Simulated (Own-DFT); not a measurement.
# Computed records: InAs (zincblende, strongly disordered by large displacements)

Computed with Own-DFT development build. A calculation, not a measurement: plane-wave PBE density functional theory by an unreviewed code, no spin, of a simulated periodic cell, stress positive in tension, free energy of the whole cell less one offset for each atom, forces on such cells passed a denser k mesh, this cell's mesh not checked; broken bonds can close the gap or carry spin, so checks made on this kind of crystal may not hold here; offsets are fitted by least squares, one for each functional and potential file, so energies compare only between cells with the same atoms and settings and are not formation energies; the far tail of each file's local potential was reset to the Coulomb form; each entry is a single point on an unrelaxed cell, so the pressure reflects the starting lattice, mostly measured values (interpolated for alloys), from which strain is counted, and rises with the displacements; printed positions are rounded, which can move forces by about a meV/angstrom; the program, named Own-DFT, is a retired in-house code; no spin-orbit coupling.

Common to all runs: functional PBE; potential files PseudoDojo norm-conserving, scalar-relativistic, standard set; wave cutoff 42 hartree; occupations Fermi-Dirac; smearing width 0.1 eV; hardware one NVIDIA H200; k mesh 3 x 3 x 3 centred on Gamma.

(1) InAs (zincblende, strongly disordered by large displacements)

```
CELL_PARAMETERS angstrom
12.11660 0.00000 0.00000
0.00000 12.11660 0.00000
0.00000 0.00000 12.11660
ATOMIC_POSITIONS crystal
In 0.02700 0.93894 0.96368
In 0.00830 0.22763 0.27364
In 0.27934 0.99378 0.28466
In 0.25787 0.21830 0.00261
As 0.11416 0.12120 0.11726
As 0.14923 0.36863 0.34343
As 0.41150 0.11716 0.37804
As 0.34897 0.36502 0.19133
In 0.00685 0.00086 0.51146
In 0.06301 0.25798 0.75388
In 0.24235 0.97704 0.72033
In 0.23013 0.23745 0.51317
As 0.09917 0.11879 0.62443
As 0.16779 0.35958 0.86612
As 0.34775 0.18044 0.85508
As 0.36654 0.34095 0.61046
In 0.95593 0.47631 0.01399
In 0.02984 0.77329 0.24980
In 0.22543 0.47959 0.18959
In 0.22325 0.74112 0.01662
As 0.14180 0.62286 0.20593
As 0.10677 0.89993 0.40590
As 0.46825 0.65140 0.38100
As 0.31448 0.85459 0.14249
In 0.01254 0.51660 0.46271
In 0.01824 0.75285 0.78923
In 0.28749 0.53972 0.71755
In 0.30444 0.74919 0.50002
As 0.08862 0.64798 0.67770
As 0.12723 0.88353 0.84009
As 0.34419 0.63739 0.87963
As 0.36221 0.86243 0.61431
In 0.46673 0.99827 0.03844
In 0.54783 0.28237 0.24586
In 0.80405 0.98303 0.27913
In 0.68936 0.21955 0.01483
As 0.59737 0.11351 0.10716
As 0.61335 0.37099 0.40091
As 0.88690 0.14435 0.38583
As 0.91695 0.34639 0.14865
In 0.49320 0.98850 0.52041
In 0.46517 0.27511 0.75670
In 0.69622 0.97620 0.78973
In 0.74952 0.21302 0.47017
As 0.60722 0.12092 0.59261
As 0.60493 0.39145 0.90193
As 0.81220 0.13432 0.93712
As 0.86344 0.36926 0.56908
In 0.48106 0.51795 0.99459
In 0.51046 0.75519 0.25514
In 0.76750 0.50163 0.22728
In 0.75383 0.72247 0.98601
As 0.64357 0.57578 0.14048
As 0.58889 0.90843 0.34556
As 0.89013 0.60435 0.38717
As 0.90927 0.90027 0.17398
In 0.50576 0.48113 0.53653
In 0.45578 0.75939 0.72525
In 0.72292 0.47933 0.73658
In 0.77334 0.72206 0.46492
As 0.63311 0.61218 0.65982
As 0.58978 0.91684 0.90346
As 0.91210 0.61864 0.89135
As 0.87020 0.83419 0.61814
```

- free energy of cell above offsets: 47.439 eV
- pressure: 18.15 GPa
- stress xx: -17.72 GPa
- stress yy: -18.71 GPa
- stress zz: -18.02 GPa
- stress yz: -1.7 GPa
- stress xz: 3.67 GPa
- stress xy: 3.11 GPa
- wall time: 1212 s

Force:
```tsv
element	x (eV/Å)	y (eV/Å)	z (eV/Å)
In	-7.362	5.594	10.07
In	4.248	0.484	-1.66
In	-2.289	0.936	0.251
In	-3.217	1.913	7.125
As	0.13	-1.715	0.202
As	-0.704	-0.7	3.364
As	-0.71	1.699	0.032
As	8.257	-7.555	-1.638
In	-6.882	0.716	2.231
In	-4.248	-0.151	-1.004
In	0.903	4.126	-0.601
In	-0.259	-0.793	-2.919
As	2.252	0.267	1.395
As	1.588	3.813	2.609
As	-0.484	-6.645	-2.68
As	-0.813	3.547	-1.599
In	2.163	-0.371	-0.394
In	-0.372	-0.501	2.349
In	-1.168	-1.335	-2.322
In	-1.889	-1.668	-1.155
As	-4.26	8.633	-0.582
As	5.913	-4.786	-4.365
As	-3.918	-7.532	9.385
As	3.21	1.065	0.672
In	8.346	-6.461	5.939
In	-8.377	2.538	3.226
In	-1.815	-1.747	-2.053
In	-4.679	-7.422	-7.625
As	5.862	-8.629	-9.794
As	9.03	0.255	-3.027
As	1.319	0.972	1.568
As	0.694	9.28	1.951
In	-4.713	-1.912	-0.475
In	-1.702	-2.001	-2.264
In	-7.45	4.105	5.784
In	-1.188	12.9	-2.031
As	-3.462	-4.33	9.362
As	2.887	1.116	0.844
As	3.09	-5.358	-0.846
As	-3.398	0.466	-0.468
In	-0.775	-1.78	-1.323
In	7.028	1.636	-0.094
In	8.543	5.397	-9.235
In	-6.2	3.707	3.953
As	2.086	2.042	3.715
As	1.011	-1.571	-1.51
As	9.402	-6.256	-6.373
As	0.543	0.459	1.976
In	-1.04	0.453	1.573
In	1.619	4.36	-10.07
In	8.436	-5.601	6.313
In	-1.001	0.754	1.021
As	-8.546	6.381	-6.124
As	3.024	1.971	0.941
As	-5.231	3.23	-8.251
As	4.177	-3.531	-9.162
In	-0.247	1.378	-0.238
In	5.256	-4.477	5.809
In	4.564	-5.681	2.83
In	-4.128	3.556	2.479
As	-4.073	6.344	-3.818
As	-6.946	-6.96	6.48
As	-2.069	-0.148	-0.978
As	0.036	1.524	1.229
```

(2) InAs (zincblende, strongly disordered by large displacements)

```
CELL_PARAMETERS angstrom
12.11660 0.00000 0.00000
0.00000 12.11660 0.00000
0.00000 0.00000 12.11660
ATOMIC_POSITIONS crystal
In 0.02282 0.99457 0.97488
In 0.99152 0.21947 0.24778
In 0.23904 0.95471 0.25977
In 0.27879 0.24506 0.01618
As 0.17318 0.14224 0.12279
As 0.15088 0.36151 0.33705
As 0.37854 0.14770 0.39787
As 0.43412 0.37553 0.12555
In 0.99677 0.01696 0.56267
In 0.00728 0.21164 0.74083
In 0.23841 0.98739 0.74085
In 0.22286 0.22614 0.45830
As 0.15788 0.14006 0.60548
As 0.10921 0.33071 0.83817
As 0.35959 0.17507 0.86580
As 0.35919 0.36408 0.60850
In 0.03344 0.43592 0.01997
In 0.98589 0.74595 0.29221
In 0.25685 0.50675 0.23545
In 0.25376 0.72066 0.00782
As 0.13385 0.62960 0.11446
As 0.08978 0.89672 0.35048
As 0.36348 0.62504 0.37964
As 0.36153 0.88188 0.14033
In 0.01869 0.49808 0.51303
In 0.98820 0.72345 0.76517
In 0.24883 0.49441 0.76545
In 0.26585 0.77541 0.49000
As 0.10905 0.67371 0.59292
As 0.10636 0.89771 0.84265
As 0.36174 0.61553 0.88881
As 0.37886 0.84769 0.61667
In 0.57226 0.01944 0.00621
In 0.54090 0.26013 0.22832
In 0.73183 0.99040 0.23661
In 0.75023 0.27688 0.00277
As 0.65777 0.16954 0.11933
As 0.62754 0.34155 0.37720
As 0.87112 0.17729 0.40457
As 0.84204 0.39853 0.10052
In 0.53432 0.00149 0.51916
In 0.49184 0.23966 0.75070
In 0.71358 0.00867 0.81532
In 0.73853 0.24843 0.51136
As 0.62205 0.10038 0.64788
As 0.63250 0.39526 0.87084
As 0.90431 0.10855 0.89116
As 0.90289 0.37961 0.62070
In 0.49062 0.50480 0.00664
In 0.48860 0.76882 0.25940
In 0.77822 0.48134 0.27476
In 0.75301 0.76328 0.97699
As 0.64443 0.61494 0.06850
As 0.61218 0.85495 0.37425
As 0.87076 0.61970 0.36074
As 0.87694 0.86081 0.09851
In 0.47495 0.52960 0.49148
In 0.48774 0.81212 0.75730
In 0.72197 0.51995 0.76841
In 0.73798 0.73587 0.44984
As 0.63382 0.62517 0.63314
As 0.62592 0.87252 0.90166
As 0.88668 0.64702 0.89894
As 0.90293 0.86134 0.59460
```

- free energy of cell above offsets: 21.050 eV
- pressure: 13.23 GPa
- stress xx: -13.52 GPa
- stress yy: -12.07 GPa
- stress zz: -14.1 GPa
- stress yz: 1.31 GPa
- stress xz: 2.2 GPa
- stress xy: -1.82 GPa
- wall time: 1176 s

Force:
```tsv
element	x (eV/Å)	y (eV/Å)	z (eV/Å)
In	1.157	-0.308	6.86
In	1.064	1.088	-1.678
In	1.337	4.159	0.212
In	1.177	5.052	0.394
As	-4.703	-4.279	3.595
As	-2.825	1.59	-0.357
As	5.409	-3.573	-2.594
As	-5.569	-0.341	1.032
In	1.086	3.112	-2.221
In	-3.088	-1.729	-3.065
In	3.283	2.087	-1.639
In	-0.498	3.658	-1.079
As	-1.544	-2.779	4.543
As	3.612	4.504	3.985
As	-0.39	-4.978	-1.337
As	0.336	0.748	0.155
In	0.438	0.775	-0.599
In	1.856	1.26	-4.187
In	1.246	-0.389	-0.593
In	1.537	4.716	-0.869
As	-4.601	-2.751	3.176
As	-1.98	0.96	4.204
As	-2.085	2.57	-3.474
As	3.147	-1.228	-4.339
In	1.45	0.562	-1.91
In	2.246	2.472	-3.726
In	-0.729	-0.965	-1.693
In	-3.823	-1.373	-3.477
As	0.02	-0.984	0.943
As	0.719	-5.184	-1.194
As	2.136	0.151	-2.664
As	-0.16	4.43	-0.614
In	-3.704	3.008	2.511
In	-3.435	-1.469	3.432
In	1.509	0.103	0.159
In	0.601	-1.403	-6.905
As	0.707	-6.371	0.841
As	-0.116	4.443	1.615
As	3.362	-4.191	-2.034
As	4.187	3.298	2.896
In	-3.77	-2.316	-3.721
In	2.697	2.78	-2.547
In	4.584	4.197	-3.524
In	-1.854	1.241	4.541
As	2.872	3.315	2.724
As	-3.123	-4.095	1.606
As	-5.374	3.598	-1.956
As	-2.371	-1.585	1.821
In	1.051	2.049	-3.148
In	-1.874	-2.93	-2.654
In	-3.106	-2.777	-1.33
In	1.289	-2.205	1.925
As	0.504	0.48	3.004
As	0.175	4.612	0.547
As	0.609	-2.048	3.222
As	1.471	1.729	2.477
In	3.418	-3.883	3.986
In	2.79	-3.24	3.516
In	4.833	1.621	-0.918
In	1.409	-1.039	4.126
As	-1.957	2.633	-2.898
As	-4.839	-3.645	-1.546
As	-0.638	-4.809	1.457
As	-3.167	-4.133	0.984
```

(3) InAs (zincblende, strongly disordered by large displacements)

```
CELL_PARAMETERS angstrom
12.11660 0.00000 0.00000
0.00000 12.11660 0.00000
0.00000 0.00000 12.11660
ATOMIC_POSITIONS crystal
In 0.93015 0.98922 0.03400
In 0.02481 0.24177 0.23944
In 0.28431 0.99671 0.27197
In 0.22014 0.26966 0.93962
As 0.10935 0.11818 0.13163
As 0.08278 0.35044 0.41358
As 0.41232 0.12456 0.37511
As 0.42492 0.33613 0.11364
In 0.01131 0.96818 0.51327
In 0.00445 0.25068 0.80972
In 0.23696 0.01334 0.75661
In 0.21930 0.25481 0.49390
As 0.13453 0.12505 0.59400
As 0.11743 0.39527 0.82914
As 0.38431 0.07614 0.88725
As 0.36914 0.38749 0.66158
In 0.98459 0.51217 0.00367
In 0.99709 0.74072 0.23132
In 0.29124 0.52137 0.19285
In 0.23215 0.72854 0.00949
As 0.14510 0.57261 0.09255
As 0.10408 0.87468 0.35415
As 0.39917 0.67592 0.36669
As 0.33278 0.87922 0.09768
In 0.98304 0.47038 0.51212
In 0.99746 0.79122 0.76765
In 0.22047 0.52638 0.75639
In 0.23194 0.72671 0.51049
As 0.10628 0.64396 0.61729
As 0.14890 0.81099 0.86696
As 0.38188 0.62203 0.84855
As 0.39857 0.86274 0.60340
In 0.49005 0.97440 0.99910
In 0.48917 0.21263 0.23234
In 0.73000 0.02319 0.25699
In 0.76196 0.25345 0.01028
As 0.62023 0.09852 0.12924
As 0.58711 0.34978 0.37884
As 0.91850 0.14724 0.40579
As 0.90983 0.35266 0.05855
In 0.51505 0.01848 0.51568
In 0.46742 0.18545 0.75910
In 0.75818 0.01766 0.76478
In 0.71694 0.22029 0.51508
As 0.65050 0.11441 0.65080
As 0.61960 0.35428 0.96004
As 0.85398 0.13770 0.86703
As 0.82965 0.34881 0.59002
In 0.47555 0.46761 0.93882
In 0.49459 0.76223 0.23444
In 0.79558 0.49816 0.28368
In 0.74398 0.77073 0.00928
As 0.64094 0.61975 0.09175
As 0.60484 0.85351 0.40677
As 0.91651 0.68011 0.39747
As 0.82582 0.87166 0.14517
In 0.54853 0.54405 0.49567
In 0.49968 0.73476 0.76218
In 0.74012 0.53583 0.77126
In 0.75260 0.73460 0.46234
As 0.60577 0.64709 0.63761
As 0.62915 0.86245 0.89773
As 0.91845 0.67176 0.94404
As 0.93413 0.93964 0.67842
```

- free energy of cell above offsets: 27.203 eV
- pressure: 14.02 GPa
- stress xx: -14.87 GPa
- stress yy: -14.12 GPa
- stress zz: -13.06 GPa
- stress yz: 4.05 GPa
- stress xz: -0.85 GPa
- stress xy: -0.31 GPa
- wall time: 1235 s

Force:
```tsv
element	x (eV/Å)	y (eV/Å)	z (eV/Å)
In	2.73	2.64	-1.76
In	-2.724	3.271	1.719
In	-1.871	-0.643	-0.356
In	2.481	-2.503	3.275
As	3.012	-3.458	-3.595
As	0.031	-0.284	-5.127
As	-3.365	-0.781	3.735
As	-3.571	4.455	-3.882
In	1.001	1.149	-4.234
In	-1.851	-2.6	-2.592
In	-0.637	-1.713	-1.022
In	7.014	1.475	0.151
As	-1.911	-3.288	4.116
As	-2.1	1.325	1.914
As	-4.469	1.938	-0.023
As	0.564	-1.149	-1.006
In	0.781	-1.845	-1.374
In	0.744	0.567	-3.31
In	4.774	-1.857	3.791
In	2.599	-1.375	1.51
As	-2.276	1.033	0.758
As	2.202	-0.019	0.034
As	-3.316	-4.019	3.544
As	1.178	0.391	1.828
In	-2.342	4.176	2.427
In	-2.886	-4.834	-0.655
In	3.054	3.516	-3.278
In	3.661	3.117	-3.6
As	-3.921	-2.917	2.734
As	2.553	4.417	-0.932
As	-3.856	-1.642	3.292
As	-1.468	-0.257	1.059
In	2.786	-2.016	3.167
In	2.999	-0.057	0.195
In	2.952	-1.812	5.168
In	-0.594	-4.864	1.256
As	-1.44	1.625	-4.44
As	1.049	0.884	0.599
As	-1.749	-0.566	-0.23
As	2.566	-1.711	4.129
In	0.433	-1.026	0.606
In	1.781	3.891	-2.774
In	-0.686	-6.585	0.559
In	-0.386	0.685	-6.206
As	-5.492	-0.018	0.369
As	-1.225	0.636	-2.16
As	1.88	0.911	3.601
As	2.821	3.929	3.572
In	-2.187	2.018	0.077
In	2.932	1.94	-4.798
In	-0.813	-0.407	-0.645
In	1.007	-3.749	-0.257
As	-1.747	-1.523	1.898
As	-0.535	1.878	-1.376
As	2.623	-3.347	1.483
As	1.458	-0.099	4.508
In	-2.514	-3.741	-4.114
In	0.398	6.152	0.403
In	0.73	-1.182	0.368
In	-2.847	0.582	2.284
As	5.447	0.405	0.067
As	-2.075	2.321	-4.924
As	-1.931	4.296	-3.173
As	-3.455	2.265	1.648
```
